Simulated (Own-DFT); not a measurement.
## Calculated data, Si3N4 (beta silicon nitride, strained, atoms displaced)

Computed with Own-DFT development build. A calculation, not a measurement: plane-wave PBE density functional theory by an unreviewed code, no spin, of a simulated periodic cell, stress positive in tension, free energy of the whole cell less one offset for each atom, forces on such cells passed a denser k mesh, this cell's mesh not checked; offsets are fitted by least squares, one for each functional and potential file, so energies compare only between cells with the same atoms and settings and are not formation energies; the far tail of each file's local potential was reset to the Coulomb form; each entry is a single point on an unrelaxed cell, so the pressure reflects the starting lattice, mostly measured values (interpolated for alloys), from which strain is counted, and rises with the displacements; printed positions are rounded, which can move forces by about a meV/angstrom; the program, named Own-DFT, is a retired in-house code; no spin-orbit coupling; before rounding, a Quantum ESPRESSO 7.3.1 run of the same cell and cutoff gave forces within 1 meV/angstrom rms on each cell, which checks the program and not the settings.

Common to all runs: functional PBE; potential files PseudoDojo norm-conserving, scalar-relativistic, standard set; wave cutoff 42 hartree; occupations Fermi-Dirac; smearing width 0.1 eV; k mesh 3 x 3 x 3 centred on Gamma.

(1) 
```xyz
42
Lattice="7.5328 0.0925 0.1375 -3.6863 6.5573 -0.0625 0.1578 0.0084 8.6623" Properties=species:S:1:pos:R:3:force_x:R:1:force_y:R:1:force_z:R:1 formula=Si3N4 free_energy_of_cell_above_offsets=-1.730 pressure=13.1 stress_xx=-13.33 stress_yy=-10.7 stress_zz=-15.26 stress_yz=1.17 stress_xz=3.19 stress_xy=7.99
Si    -1.3586     5.1296     0.7522     -11.21     -0.305     -0.738
Si     0.2346     2.7231     0.6965     -1.755      0.357      2.249
Si     1.4500     5.5165     0.8098     -0.125     -0.881     -2.081
Si     5.3955     1.5219     2.2941      1.724      3.294     -1.371
Si     3.6515     4.0595     2.1904      0.787     -2.471      2.529
Si     2.4646     1.1597     2.2184     -0.292      3.789     -1.656
N      2.3341     0.2170     0.7778      0.161       2.01      -0.44
N      6.1450     2.1253     0.7334      1.917     -0.286      3.669
N      2.8293     4.5175     0.8245     -0.817      -0.36     -1.653
N      1.5008     6.4114     2.2497     -0.129      0.377     -1.149
N     -2.3227     4.6606     2.1619      0.925      0.688     -0.311
N      1.0220     2.3115     2.2326      2.814     -2.067     -3.602
N     -0.0086     4.4849     0.7355      9.321     -3.589     -0.054
N      3.8737     2.2104     2.2545     -2.462      1.449     -0.394
Si    -1.4021     5.1049     3.5735     -2.651      0.147     -0.854
Si     0.3691     2.6980     3.6699     -3.256      1.075      0.588
Si     1.4983     5.5216     3.6281     -0.987     -2.992      3.252
Si     5.4249     1.5561     5.1317       3.39      0.619      1.017
Si     3.7206     3.9776     5.1431      1.256      0.279     -0.737
Si     2.5649     1.1760     5.0408       0.69      2.496      1.129
N      2.4534     0.3083     3.6285      0.046     -2.942      0.512
N      6.2556     2.0816     3.6758      0.977     -0.798      1.178
N      2.8252     4.4429     3.7533      0.549      0.072     -1.589
N      1.5793     6.4006     5.1477     -0.448      0.652     -2.213
N     -2.1851     4.5738     4.9414      -2.05       0.76      3.455
N      1.1517     2.1729     5.0873       0.99     -0.426     -0.927
N      0.0595     4.4150     3.7075      4.223       0.41      -0.81
N      3.9700     2.2850     5.0429     -4.059     -0.578      0.601
Si    -1.4433     5.1889     6.5076       -0.3     -4.354     -0.634
Si     0.4005     2.6472     6.4898     -3.737      0.494      1.315
Si     1.5980     5.4476     6.5096     -1.748     -0.539      2.677
Si     5.5140     1.5339     8.0666     -0.631      3.326     -0.796
Si     3.7678     3.9556     7.9415     -0.443     -2.767       4.84
Si     2.5175     1.1447     7.9746      1.537      3.204      1.425
N      2.4470     0.3166     6.5282      0.124      -1.46     -0.705
N      6.2280     1.9771     6.6333      3.441      1.408     -2.389
N      2.9714     4.4409     6.6432     -1.699      0.839     -3.916
N      1.6923     6.4950     7.9986     -1.083     -5.846      0.223
N     -2.3001     4.5288     7.9662      5.291      3.701     -0.722
N      1.1758     2.2680     7.9748      1.483     -1.218     -1.092
N      0.1482     4.3572     6.4998      0.748      2.232      0.422
N      3.9487     2.2066     8.0302     -2.514      0.202      -0.25
```

Units: free_energy_of_cell_above_offsets in eV; pressure, stress_xx, stress_yy, stress_zz, stress_yz, stress_xz, stress_xy in GPa; force_x, force_y, force_z in eV/Å.

(2) 
```xyz
42
Lattice="7.6873 -0.0906 0.0205 -3.9221 6.7632 -0.1036 0.0235 -0.1237 8.7030" Properties=species:S:1:pos:R:3:force_x:R:1:force_y:R:1:force_z:R:1 formula=Si3N4 free_energy_of_cell_above_offsets=-3.202 pressure=1.78 stress_xx=-1.43 stress_yy=5.89 stress_zz=-9.8 stress_yz=-3.85 stress_xz=-1.97 stress_xy=-7.07
Si    -1.7413     5.1420     0.6102      3.852      2.491     -0.627
Si     0.1191     2.7205     0.6478      3.874      1.012      2.346
Si     1.3870     5.5689     0.6118     -1.861     -3.823      1.478
Si     5.4883     1.4221     2.1250     -2.206      0.908     -0.381
Si     3.6207     4.0199     2.0799     -0.862     -4.457      3.124
Si     2.5227     1.1069     2.1739     -2.494      1.002     -0.559
N      2.4800     0.2307     0.7143     -1.074     -2.794     -1.064
N      6.3254     1.9238     0.6981     -2.501     -1.624     -0.341
N      2.7641     4.3263     0.7343     -2.502      3.363     -2.729
N      1.2824     6.4668     2.0517      1.109     -0.079      1.056
N     -2.5237     4.7541     2.0424      0.182     -0.034       2.04
N      1.0671     2.2212     2.1756     -0.527     -0.554     -0.655
N     -0.0920     4.4518     0.7111       0.44      0.825     -0.729
N      3.8431     2.0981     2.0819      2.543      3.229      0.805
Si    -1.6372     5.0992     3.5337      0.575      1.299     -0.006
Si     0.1795     2.6919     3.6025      1.492     -1.367     -0.366
Si     1.2812     5.5185     3.5202      0.282     -1.822      0.321
Si     5.4800     1.3466     5.0517     -2.215      0.802     -0.429
Si     3.6099     3.8883     4.9298     -0.153     -2.479      3.889
Si     2.4495     1.0843     5.0591     -2.602      -0.07      0.335
N      2.5144     0.1228     3.5927     -0.833     -1.761      1.084
N      6.2682     1.8508     3.5644      0.589      0.219      1.719
N      2.7268     4.3764     3.6207     -0.254      1.762     -2.816
N      1.2668     6.3807     5.0291      1.109      1.142     -1.128
N     -2.4661     4.6835     5.0868     -3.241     -1.647     -6.831
N      1.0047     2.2273     5.0826      0.104     -1.083     -0.152
N     -0.0566     4.3745     3.5545     -0.606      1.775     -0.074
N      3.7793     2.0400     5.0671      3.598      3.319     -0.557
Si    -1.6861     5.0918     6.3687      3.824      2.903      5.947
Si     0.1034     2.6776     6.5520      2.498      0.534     -1.122
Si     1.3935     5.4148     6.4326     -0.364      -1.01      0.743
Si     5.4163     1.3607     7.9513      0.137     -0.096      0.723
Si     3.6117     3.9470     7.9523     -0.075       -3.9     -0.667
Si     2.4351     1.0274     7.9280      1.034      3.163      3.592
N      2.4063     0.1735     6.5627     -0.417     -3.699     -3.526
N      6.2481     1.8439     6.4990      0.263     -0.277      0.366
N      2.7819     4.3366     6.5120     -0.276      1.068     -1.568
N      1.3168     6.3228     7.9171      1.136      2.415     -1.598
N     -2.4858     4.5907     7.8656      0.604      1.095     -0.528
N      1.0122     2.1011     7.9568     -0.256      0.178       -0.8
N     -0.0455     4.4762     6.4324     -0.998     -1.944      0.327
N      3.9330     2.1387     8.0050     -2.927      0.013     -0.645
```

Units: free_energy_of_cell_above_offsets in eV; pressure, stress_xx, stress_yy, stress_zz, stress_yz, stress_xz, stress_xy in GPa; force_x, force_y, force_z in eV/Å.

(3) 
```xyz
42
Lattice="7.5379 -0.0120 0.0324 -3.7794 6.5269 -0.1316 0.0372 -0.1529 8.6328" Properties=species:S:1:pos:R:3:force_x:R:1:force_y:R:1:force_z:R:1 formula=Si3N4 free_energy_of_cell_above_offsets=-3.054 pressure=15.68 stress_xx=-15.58 stress_yy=-13.98 stress_zz=-17.47 stress_yz=-3.36 stress_xz=2.54 stress_xy=-1.41
Si    -1.6207     4.9888     0.6704      1.574      0.574     -1.519
Si     0.1540     2.6681     0.7386      3.657     -0.859     -0.055
Si     1.3865     5.3204     0.5711      0.316      2.319      2.385
Si     5.4044     1.5133     2.1184     -2.752     -3.302      4.293
Si     3.5718     3.8296     2.1199     -1.396     -0.426     -0.195
Si     2.4830     1.0980     2.1466     -1.598     -0.002      1.464
N      2.3774     0.1724     0.7308      -0.02     -0.496     -0.706
N      6.2003     1.9054     0.7973      0.843      1.277     -3.993
N      2.6799     4.2057     0.6215      0.635      1.106      2.024
N      1.3341     6.2346     2.1218      0.869      2.071     -3.217
N     -2.3871     4.5152     2.1040     -1.087      -0.28     -1.782
N      1.0506     2.1481     2.1489      0.827     -1.044     -0.592
N      0.0391     4.3524     0.6497     -3.209     -0.759     -0.453
N      3.7984     2.1410     2.1184       0.97      0.125     -0.105
Si    -1.5898     4.9620     3.4923      2.688     -1.393      1.895
Si     0.2541     2.6089     3.5995      0.012     -2.468     -0.191
Si     1.4700     5.3798     3.5292     -2.024      -1.77      0.803
Si     5.4245     1.3849     5.0852      -2.78      1.723     -3.017
Si     3.6112     3.8650     4.9933     -3.681     -5.572      -0.97
Si     2.3773     0.9960     5.0174      3.238      1.779      1.852
N      2.4613     0.0872     3.6597     -0.457      0.508     -3.489
N      6.2292     1.8037     3.5652      0.893      0.856      1.755
N      2.7870     4.2933     3.5804     -0.165      0.597     -1.256
N      1.4091     6.2839     4.9790      0.412     -3.645      0.903
N     -2.4990     4.4829     4.8852      6.768      2.724      1.408
N      1.0960     2.0664     5.0194     -1.978      0.692      0.515
N      0.0795     4.2134     3.5040     -1.849      4.354      0.556
N      3.8077     2.0869     5.0278     -0.547      0.044     -0.168
Si    -1.5930     4.8439     6.4271      0.559      1.479     -2.977
Si     0.3267     2.5161     6.5095     -2.377       0.48     -2.258
Si     1.4642     5.1875     6.4269     -2.201      3.766     -1.042
Si     5.4084     1.4604     7.9221     -1.684     -2.661       1.49
Si     3.5605     3.7425     7.8603      0.218     -1.604     -0.928
Si     2.4609     0.9835     7.9058      0.537     -1.071     -0.409
N      2.4005     0.0381     6.4397     -0.312     -0.237      1.231
N      6.1116     1.8015     6.4995      5.478      2.908      0.521
N      2.8075     4.2319     6.4061     -0.258     -0.012      1.186
N      1.5290     6.2097     7.8501     -0.259     -0.295     -0.225
N     -2.4307     4.4341     7.8021      0.503     -0.116      2.249
N      1.0737     1.9469     7.8705     -1.327       0.89       2.24
N      0.0079     4.2671     6.4310      0.826     -2.113      0.237
N      3.8044     2.0412     7.8691      0.139     -0.149      0.538
```

Units: free_energy_of_cell_above_offsets in eV; pressure, stress_xx, stress_yy, stress_zz, stress_yz, stress_xz, stress_xy in GPa; force_x, force_y, force_z in eV/Å.

(4) 
```xyz
42
Lattice="7.6067 0.1494 -0.1293 -3.6739 6.4575 -0.0601 -0.1484 -0.1653 8.7008" Properties=species:S:1:pos:R:3:force_x:R:1:force_y:R:1:force_z:R:1 formula=Si3N4 free_energy_of_cell_above_offsets=-0.242 pressure=13.09 stress_xx=-13.38 stress_yy=-15.42 stress_zz=-10.48 stress_yz=-6.29 stress_xz=-8.7 stress_xy=7.02
Si    -1.5491     4.9553     0.6124       3.62      2.193      6.524
Si     0.2986     2.7159     0.6686     -0.029     -9.394      0.475
Si     1.4189     5.4133     0.5743     -0.351     -2.771        0.7
Si     5.4331     1.5606     2.0268     -1.321      1.242     -0.339
Si     3.6477     3.9532     2.0604     -1.061     -1.097     -0.355
Si     2.4469     1.1359     2.1070      1.983     -0.647      2.013
N      2.3208     0.2874     0.7093      0.816      -3.32     -3.472
N      6.3289     2.0644     0.5948     -1.402     -0.438     -0.693
N      2.7870     4.3875     0.6525      2.073     -0.564     -2.962
N      1.4583     6.3255     1.9579     -0.228      0.212      2.274
N     -2.4137     4.5350     2.1784     -0.498     -0.525     -3.958
N      1.1715     2.1124     1.9840     -4.663      2.477      3.464
N      0.1004     4.1933     0.6480     -2.193      11.91     -0.122
N      3.7305     2.2391     2.0341      3.602     -0.585      -0.01
Si    -1.5786     4.9036     3.5130      1.752       0.34      3.363
Si     0.2146     2.5902     3.5164     -0.985     -0.654     -1.816
Si     1.4294     5.3975     3.4702      -0.95     -0.997      -0.94
Si     5.2609     1.5127     5.0650      1.359     -0.093     -4.506
Si     3.6284     3.8671     4.9595     -7.443     -2.332     -1.251
Si     2.2862     1.1920     5.0132      1.177      -3.12     -0.774
N      2.4190     0.1454     3.5681     -0.739      1.036      0.762
N      6.1819     1.9903     3.4934      0.736      0.285      0.932
N      2.7778     4.3528     3.4622      0.452      0.273      1.628
N      1.4331     6.2640     4.9292      0.307      0.407      1.453
N     -2.5629     4.2916     5.0312       8.75      4.883       0.08
N      0.8632     2.0696     4.9658       0.93     -0.701      2.425
N      0.0634     4.2835     3.5263     -1.035      0.725     -0.213
N      3.7049     2.1239     4.9271     -0.609      1.293      0.864
Si    -1.6649     4.9259     6.4814      1.903     -2.787     -1.288
Si     0.1002     2.4550     6.5229     -0.048      3.087       -2.7
Si     1.4157     5.3647     6.4188     -2.416     -2.611     -1.216
Si     5.1928     1.4435     7.8284      9.113     -2.287      2.022
Si     3.5756     3.7505     7.8048     -0.648      1.064      2.575
Si     2.2649     1.0958     7.9090      1.189     -2.497      1.166
N      2.3363     0.1037     6.4701     -0.802      2.589     -0.425
N      6.1437     1.9619     6.3863     -0.978     -0.707      2.395
N      2.7471     4.2993     6.4220      1.367     -0.532     -0.618
N      1.3965     6.1569     7.9023      0.003      2.345      -1.88
N     -2.3688     4.3688     7.9852     -5.199     -2.208      -5.78
N      0.8803     2.0096     7.9062       0.87     -0.284      0.261
N      0.0013     4.2250     6.4376     -0.992      0.452      0.162
N      3.7727     1.9894     7.8419     -7.411      4.337     -0.221
```

Units: free_energy_of_cell_above_offsets in eV; pressure, stress_xx, stress_yy, stress_zz, stress_yz, stress_xz, stress_xy in GPa; force_x, force_y, force_z in eV/Å.

(5) 
```xyz
42
Lattice="7.6540 0.0410 -0.0209 -3.7915 6.6400 -0.0520 -0.0240 -0.0827 8.8966" Properties=species:S:1:pos:R:3:force_x:R:1:force_y:R:1:force_z:R:1 formula=Si3N4 free_energy_of_cell_above_offsets=-3.805 pressure=-1.29 stress_xx=-2.46 stress_yy=0.85 stress_zz=5.49 stress_yz=-0.84 stress_xz=-2.46 stress_xy=0.89
Si    -1.6984     5.0661     0.7070      3.764      0.882      1.261
Si     0.1895     2.6828     0.7535       3.18      1.509     -0.702
Si     1.4323     5.5491     0.6473     -1.373     -2.659      3.549
Si     5.4040     1.5107     2.0880       0.93      1.451      3.153
Si     3.6187     3.9877     2.0360      1.803     -2.071      7.751
Si     2.4763     1.1714     2.1991     -0.317      -0.16      1.038
N      2.3764     0.1690     0.7890     -0.136      0.659     -2.028
N      6.3065     2.0898     0.7414     -2.058     -1.805     -1.762
N      2.8430     4.4081     0.7306     -2.307      2.544     -5.385
N      1.4484     6.4863     2.2045      0.078     -1.648      -2.57
N     -2.4160     4.6516     2.2441       -1.6     -0.776     -2.308
N      1.0543     2.1736     2.1960     -0.731       0.06     -0.152
N      0.0406     4.4287     0.7025     -0.532      0.386      0.022
N      3.8735     2.2122     2.2276     -1.111      1.253     -1.186
Si    -1.5119     4.9886     3.6430     -2.542      2.927        1.3
Si     0.1401     2.5959     3.6619      2.562      0.949     -1.064
Si     1.3871     5.4876     3.6076     -0.718     -0.484      1.287
Si     5.4479     1.5304     5.1725     -1.687     -0.531     -1.851
Si     3.6258     3.9724     5.1954     -2.108     -2.079     -3.077
Si     2.3590     1.1329     5.2150      2.607      0.287     -2.677
N      2.4899     0.2043     3.6434     -0.664     -1.379      1.871
N      6.2729     1.9963     3.6362      -2.18     -1.101      0.226
N      2.7096     4.4433     3.6101      2.878     -1.214      0.011
N      1.4362     6.4359     5.0905       -0.2      -1.14       1.67
N     -2.5178     4.6128     5.1716      3.622      1.711     -0.176
N      1.0067     2.1666     5.0905     -0.813      0.003       1.85
N     -0.0131     4.3318     3.6301      2.023      0.447      0.415
N      3.8167     2.1910     5.2332     -0.462      0.512     -0.301
Si    -1.6211     5.1549     6.6347      0.325     -3.502     -1.063
Si     0.1747     2.6651     6.5904       1.25     -0.731      0.668
Si     1.3137     5.3854     6.6586      2.949      2.629     -1.849
Si     5.4422     1.4718     8.1244     -0.181      0.985     -0.358
Si     3.6069     3.9142     8.0881      0.811     -0.755     -0.469
Si     2.3636     1.0587     8.1601      2.108      0.709      0.427
N      2.4348     0.1410     6.6384     -0.407      1.914       0.91
N      6.2672     1.9548     6.6057      0.682     -0.125      1.649
N      2.7867     4.3889     6.6133     -0.877      1.201      1.863
N      1.3181     6.3742     8.1717      1.155      1.409     -2.635
N     -2.3472     4.5705     8.0891     -2.906     -0.422     -0.132
N      1.0704     2.1580     8.0786     -1.937      0.267      0.592
N      0.0397     4.3798     6.6694     -3.474     -0.773     -0.563
N      3.8789     2.2006     8.0766     -1.407     -1.339      0.796
```

Units: free_energy_of_cell_above_offsets in eV; pressure, stress_xx, stress_yy, stress_zz, stress_yz, stress_xz, stress_xy in GPa; force_x, force_y, force_z in eV/Å.
